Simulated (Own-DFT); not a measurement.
# One host, several defects: zincblende GaAs

Everything here is calculated. The program is Own-DFT (plane waves, in-house, since retired, never reviewed by a person); positions were held fixed, and spin and spin-orbit coupling were off.

Method: PBE; PseudoDojo norm-conserving scalar-relativistic files; cutoff 42 hartree; 3 x 3 x 3 k mesh centred on Gamma; Fermi-Dirac smearing of 0.1 eV.

Caveats (not all hold for every row): not probed for a lower state with spin; forces not confirmed at this smearing and k mesh; stress not checked against mesh or cutoff.

All runs share one cell, with vectors in Å (10.862, 0.000, 0.000); (0.000, 10.862, 0.000); (0.000, 0.000, 11.796) and a volume of 1391.7 Å³, strained against the parent crystal. Atoms were moved at random from their sites; u is the rms move along one axis. The defect's site can differ from row to row.

| cell | formula | u (Å) | P (GPa) |
|---|---|---|---|
| no defect | As32Ga32 | 0.0300 | 6.64 |
| no defect | As32Ga32 | 0.0495 | 7.15 |
| no defect | As32Ga32 | 0.0520 | 7.22 |
| one In on a Ga site | As32Ga31In | 0.0291 | 7.37 |
| one In on a Ga site | As32Ga31In | 0.0301 | 7.45 |
| one In on a Ga site | As32Ga31In | 0.0309 | 7.48 |
| one In on a Ga site | As32Ga31In | 0.0317 | ? |
| one P on an As site | As31Ga32P | 0.0293 | 6.36 |
| one P on an As site | As31Ga32P | 0.0300 | 6.41 |
| one P on an As site | As31Ga32P | 0.0496 | 6.69 |
| one Al on a Ga site | AlAs32Ga31 | 0.0294 | 6.65 |
| one Al on a Ga site | AlAs32Ga31 | 0.0300 | 6.66 |
| one Al on a Ga site | AlAs32Ga31 | 0.0496 | 7.04 |
| one As vacancy and one Ga vacancy | As31Ga31 | 0.0283 | 5.95 |
| one As vacancy and one Ga vacancy | As31Ga31 | 0.0304 | 5.92 |
| one As vacancy and one Ga vacancy | As31Ga31 | 0.0466 | 6.22 |

## Analysis

P = P0 + c u² + a shift for each defect gives P0 = 6.49 GPa, c = 252 ± 20 GPa/Å² and a scatter of 0.05 GPa. The shifts, and each times the cell's volume:

- one In on a Ga site: 0.71 ± 0.05 GPa, 6.2 eV
- one Al on a Ga site: -0.06 ± 0.04 GPa, -0.6 eV (not resolved)
- one P on an As site: -0.36 ± 0.04 GPa, -3.2 eV
- one As vacancy and one Ga vacancy: -0.79 ± 0.04 GPa, -6.9 eV

Positive is outwards. The product with the volume (160.2 GPa Å³ to the eV) is nearly free of the cell's size; divided by the bulk modulus at the cell's pressure it gives the volume that the defect adds. The atoms around the defects weren't relaxed, which would change these numbers.

## Check

Q: what pressure belongs in the blank (one In on a Ga site, u = 0.0317 Å)?

The fit gives 7.46 ± 0.06 GPa. Computed: 7.43 GPa.
